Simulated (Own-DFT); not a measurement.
# Shaking the atoms of beta-Si3N4, 112 atoms (N64Si48)

All numbers below are calculated, not measured. They come from Own-DFT, an in-house plane-wave density functional program, since retired, whose code no person has reviewed. Each row is one single-point run on a periodic cell that was not relaxed, without spin or spin-orbit coupling.

Settings of every run: PBE; PseudoDojo norm-conserving scalar-relativistic files; cutoff 42 hartree; 2 x 2 x 4 k mesh centred on Gamma; Fermi-Dirac smearing of 0.1 eV.

Known limits, some of them of some rows only: some atoms lie very close together; forces on such cells moved up to 12 meV/angstrom on a denser k mesh; stress not checked against mesh or cutoff.

Cell vectors in Å: (15.212, 0.000, 0.000); (-7.606, 13.174, 0.000); (0.000, 0.000, 5.818). In each run every atom was moved at random and independently from its ideal site; u is the rms move along one axis. E is the free energy for each atom above the fitted value at u = 0, and F the rms of the force components.

| run | u (Å) | E (meV/atom) | F (eV/Å) | largest force (eV/Å) | P (GPa) |
|---|---|---|---|---|---|
| 1 | 0.0199 | 17.3 | 0.828 | 3.15 | 5.50 |
| 2 | 0.0200 | 20.8 | 0.895 | 3.15 | 5.57 |
| 3 | 0.0479 | 113.7 | 2.078 | 9.82 | 7.88 |
| 4 | 0.0491 | ? | ? | ? | ? |
| 5 | 0.0510 | 134.7 | 2.278 | 14.00 | 8.72 |
| 6 | 0.0983 | 434.9 | 4.381 | 24.05 | 15.21 |
| 7 | 0.1028 | 487.5 | 4.534 | 27.47 | 18.38 |
| 8 | 0.1039 | 564.8 | 5.382 | 25.46 | 20.82 |
| 9 | 0.1461 | 1074.7 | 8.207 | 48.08 | 32.18 |

## Worked fit

For small independent moves the energy grows as E = (3/2) K u², with K the mean stiffness felt by one atom. The runs with u up to 0.11 Å give K = 32.4 ± 1.1 eV/Å², with residuals divided by u² + 0.0006 Å², since the noise grows with the moves. The scatter is 9.0 meV/atom at u = 0.05 Å. The forces follow F = G u with G = 45.1 eV/Å²; no force at u = 0 is resolved. G exceeds K because the moves of its neighbours add to the force on an atom, and stiffness differs between atoms. At u = 0.146 Å the parabola gives 1039 meV/atom and the run 1075. The pressure follows P = 5.02 + 1278 u² GPa: at fixed volume, shortened bonds push harder than stretched ones pull.

## Withheld run

Question: what energy and rms force should run 4 give?

The fit gives 117 ± 10 meV/atom and about 2.22 eV/Å. The calculation gave 105.0 meV/atom and 1.944 eV/Å.
